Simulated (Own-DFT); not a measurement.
# One host, several defects: zincblende GaAs

Calculated, not measured: single-point runs of Own-DFT, a retired in-house plane-wave DFT program that no person has reviewed, on unrelaxed cells, without spin or spin-orbit coupling.

Method: PBE; PseudoDojo norm-conserving scalar-relativistic files; cutoff 42 hartree; 3 x 3 x 3 k mesh centred on Gamma; Fermi-Dirac smearing of 0.1 eV.

Limits (not all hold for every row): not probed for a lower state with spin; forces on such cells failed a check on a denser k mesh; forces not confirmed at this smearing and k mesh; forces on such cells passed a denser k mesh, each cell not checked; stress not checked against mesh or cutoff.

All runs share one cell, with vectors in Å (11.307, 0.000, 0.000); (0.000, 11.307, 0.000); (0.000, 0.000, 11.307) and a volume of 1445.4 Å³. Atoms were moved at random from their sites; u is the rms move along one axis. The defect's site can differ from row to row.

| cell | formula | u (Å) | P (GPa) |
|---|---|---|---|
| no defect | As32Ga32 | 0.0204 | 3.50 |
| no defect | As32Ga32 | 0.0463 | 3.87 |
| no defect | As32Ga32 | 0.0526 | 4.10 |
| two Ga vacancies | As32Ga30 | 0.0297 | 3.03 |
| two Ga vacancies | As32Ga30 | 0.0298 | 2.85 |
| two Ga vacancies | As32Ga30 | 0.0298 | ? |
| two Ga vacancies | As32Ga30 | 0.0312 | 2.94 |
| one Al on a Ga site | AlAs32Ga31 | 0.0495 | 3.98 |
| one Al on a Ga site | AlAs32Ga31 | 0.0501 | 3.95 |
| one Al on a Ga site | AlAs32Ga31 | 0.0513 | 3.95 |
| one P on an As site | As31Ga32P | 0.0281 | 3.32 |
| one P on an As site | As31Ga32P | 0.0286 | 3.35 |
| one P on an As site | As31Ga32P | 0.0293 | 3.33 |
| one As on a Ga site and one Ga on an As site | As32Ga32 | 0.0313 | 3.95 |
| one As on a Ga site and one Ga on an As site | As32Ga32 | 0.0488 | 4.22 |
| one As on a Ga site and one Ga on an As site | As32Ga32 | 0.0499 | 4.24 |

## Analysis

P = P0 + c u² + a shift for each defect gives P0 = 3.42 GPa, c = 227 ± 26 GPa/Å² and a scatter of 0.05 GPa. The shifts, and each times the cell's volume:

- one As on a Ga site and one Ga on an As site: 0.28 ± 0.04 GPa, 2.5 eV
- one Al on a Ga site: -0.03 ± 0.05 GPa, -0.3 eV (not resolved)
- one P on an As site: -0.27 ± 0.05 GPa, -2.4 eV
- two Ga vacancies: -0.68 ± 0.05 GPa, -6.2 eV (-3.1 eV for each of its 2 sites)

A positive shift means that the defect pushes the cell outwards. Shift times volume (160.2 GPa Å³ is 1 eV) depends little on the cell's size, so, taken for each site, it can be compared between cells at like pressure. The atoms around the defects weren't relaxed, which would change these numbers.

## Withheld run

Asked: what pressure belongs in the blank (two Ga vacancies, u = 0.0298 Å)?

The fitted form gives 2.93 ± 0.06 GPa. The run itself gave 2.83 GPa.
